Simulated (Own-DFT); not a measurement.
# How strain changes the stress of diamond-structure SiGeSn with randomly placed atoms, 64 atoms (Ge52Si8Sn4)

All numbers below are calculated, not measured. They come from Own-DFT, an in-house plane-wave density functional program, since retired, whose code no person has reviewed. Each row is one single-point run on a periodic cell that was not relaxed, without spin or spin-orbit coupling.

Settings of every run: PBE; PseudoDojo norm-conserving scalar-relativistic files; cutoff 49 hartree; 3 x 3 x 3 k mesh centred on Gamma; Fermi-Dirac smearing of 0.1 eV.

Known limits: forces on such cells moved up to 12 meV/angstrom on a denser k mesh; stress not checked against mesh or cutoff.

Unstrained cell vectors in Å: (11.363, 0.000, 0.000); (0.000, 11.363, 0.000); (0.000, 0.000, 11.363). The unstrained cell has measured lattice constants (interpolated for alloys), not those of this functional. That, the random moves and any unrelaxed bonds set the pressure at no strain. Each run strains this cell uniformly, with the atoms carried along. Every atom was also moved at random, by a Gaussian of width 0.05 Å on each axis. The random placing of the alloy's atoms differs from row to row. Strain is the symmetric tensor, in per cent. Stress is positive in tension, and the pressure is minus a third of its trace.

```
run  e_xx (%)  e_yy (%)  e_zz (%)  s_xx (GPa)  s_yy (GPa)  s_zz (GPa)  P (GPa)  E (meV/atom)
  1      0.50      0.50      0.00       -3.76       -3.77       -4.01     3.85          19.6
  2     -2.25     -2.25      0.00       -9.17       -9.32       -7.68     8.72          79.6
  3     -1.00     -1.00      0.00       -6.29       -6.35       -5.56     6.07          33.9
  4     -0.50     -0.50      0.00       -5.68       -5.66       -5.27     5.54          42.7
  5     -2.00     -2.00      0.00       -8.38       -8.33       -6.77     7.82          48.2
  6      1.25      1.25      0.00       -2.84       -2.69       -3.48     3.00          31.7
  7      2.50      2.50      0.00       -0.53       -0.50       -1.96     1.00           0.0
  8      1.75      1.75      0.00       -1.80       -1.80       -2.89     2.16          16.1
  9      2.25      2.25      0.00           ?           ?           ?        ?             ?
```

E is the free energy for each atom above the lowest run shown.

## Worked fit

The change of volume is close to e_xx + e_yy + e_zz. A straight line through the runs shown gives P = 4.84 - 78 x (fractional change of volume) GPa, with an error of 3 on the slope and a scatter of 0.25 GPa. The strain isn't the same on all axes, but the crystal is cubic, so the slope still estimates the bulk modulus, averaged over pressures from 1.0 to 8.7 GPa.

## Withheld run

Question: what pressure should run 9 give? Its volume changes by 4.55 %.

The line gives 1.3 GPa. The calculation gave 1.33 GPa.
